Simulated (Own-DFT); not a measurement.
# Response to strain: 2H SiC, 72 atoms (C36Si36)

All numbers below are calculated, not measured. The program, named Own-DFT, is a retired in-house plane-wave density functional code that no person has reviewed. Each row is one single-point run on a periodic cell that was not relaxed, without spin or spin-orbit coupling.

Settings of every run: PBE; PseudoDojo norm-conserving scalar-relativistic files; cutoff 42 hartree; 4 x 4 x 3 k mesh centred on Gamma; Fermi-Dirac smearing of 0.1 eV.

Known limits: forces on such cells passed a denser k mesh, each cell not checked; stress not checked against mesh or cutoff.

Unstrained cell vectors in Å: (9.248, 0.000, 0.000); (-4.624, 8.009, 0.000); (0.000, 0.000, 10.068). The unstrained cell has measured lattice constants (interpolated for alloys), not those of this functional. That, the random moves and any unrelaxed bonds set the pressure at no strain. Each run strains this cell uniformly, with the atoms carried along. Every atom was also moved at random, by a Gaussian of width 0.05 Å on each axis. Strain is the symmetric tensor, in per cent. Stress is positive in tension, and the pressure is minus a third of its trace.

```
run,e_xx (%),e_yy (%),e_zz (%),e_yz (%),e_xz (%),e_xy (%),s_xx (GPa),s_yy (GPa),s_zz (GPa),s_yz (GPa),s_xz (GPa),s_xy (GPa),P (GPa),E (meV/atom)
1,-0.74,0.10,0.40,1.58,-1.78,-0.47,-9.29,-5.55,-3.18,5.20,-6.10,-0.55,6.01,14.3
2,0.77,-1.51,-0.78,-0.89,0.89,-1.44,-2.16,-13.87,-11.26,-3.59,3.19,-5.46,9.10,22.9
3,1.71,1.17,-0.14,0.83,-1.73,0.62,5.67,1.41,-6.62,2.66,-5.09,2.63,-0.15,23.7
4,0.48,1.68,-0.82,1.78,-1.70,1.20,-0.90,3.45,-11.84,6.04,-6.33,5.21,3.10,34.1
5,-0.40,1.29,0.76,1.04,-0.50,0.13,-4.44,1.83,-3.00,3.74,-1.86,0.60,1.87,18.0
6,-1.71,0.45,-0.52,-0.52,0.40,1.37,-14.69,-3.08,-10.43,-1.39,1.65,6.26,9.40,11.4
7,1.26,1.01,1.67,1.09,-0.32,0.51,4.43,1.85,3.03,3.38,-0.95,2.03,-3.11,0.0
8,-1.01,0.29,-1.07,1.16,0.93,1.44,-8.64,-5.69,-15.13,4.70,2.74,7.12,9.82,26.0
9,0.13,1.78,-0.89,-1.62,-0.64,-0.72,-3.24,4.77,-10.93,-5.63,-2.51,-2.68,3.14,13.6
10,-1.57,-1.88,-1.12,-1.97,1.47,-0.74,-17.42,-18.65,-15.02,-7.85,5.19,-4.09,17.03,51.1
11,0.50,-1.51,-1.96,0.50,1.59,1.14,-4.13,-13.31,-21.84,2.01,5.75,5.02,13.09,39.2
12,-1.92,0.72,1.94,-0.76,-1.51,-0.26,-13.62,-2.09,2.57,-3.85,-4.65,-0.83,4.38,34.7
13,1.12,1.52,-1.54,0.94,0.64,-0.10,1.60,5.15,-16.34,2.74,0.47,0.04,3.20,21.4
14,0.21,0.13,-0.55,-0.25,-0.45,-0.79,-3.40,-4.23,-9.87,-0.99,-0.74,-4.38,5.83,10.3
15,-1.99,-0.89,-0.26,-0.13,0.41,0.21,-18.81,-11.00,-9.66,0.23,1.36,0.36,13.16,31.5
16,-1.65,-1.66,-1.60,1.25,1.29,-1.05,-15.57,-18.89,-20.77,3.95,5.46,-6.73,18.41,70.9
17,-0.68,-0.85,-1.14,-1.83,-1.62,-1.64,?,?,?,?,?,?,?,?
```

E is the free energy for each atom above the lowest run shown.

## Worked fit

Each stress component was fitted by least squares to a constant and the strains of the runs shown, as fractions, with shears doubled. Shear strains stay in the fit of a normal stress only where such slopes are resolved. The slopes, in GPa:

```
stress,at no strain,per e_xx,per e_yy,per e_zz,scatter
s_xx,-4.8,570 ± 24,103 ± 26,51 ± 27,1.03
s_yy,-5.5,75 ± 26,589 ± 27,26 ± 28,1.08
s_zz,-7.4,47 ± 32,46 ± 33,621 ± 35,1.34
```

Each shear stress against twice its own strain: yz 176 ± 7, xz 154 ± 11, xy 229 ± 17 GPa. These are stiffnesses along x, y and z of the frame in which the cell vectors are given, which need not be the crystal's axes. The atoms are held to the strained lattice; where symmetry lets them move under strain, relaxing them would lower some slopes. The table should be nearly symmetric about its diagonal, and what it lacks of that shows the noise. A ninth of its sum, 236 ± 5 GPa, estimates the bulk modulus near the mean pressure of these runs, 7.1 GPa, so it lies above the value at zero pressure.

## Withheld run

Question: what normal stresses and pressure should run 17 give?

The fit gives s_xx = -10.1, s_yy = -11.3, s_zz = -15.2 and P = 12.2 GPa. The calculation gave -11.05, -10.41, -14.35 and P = 11.94 GPa.
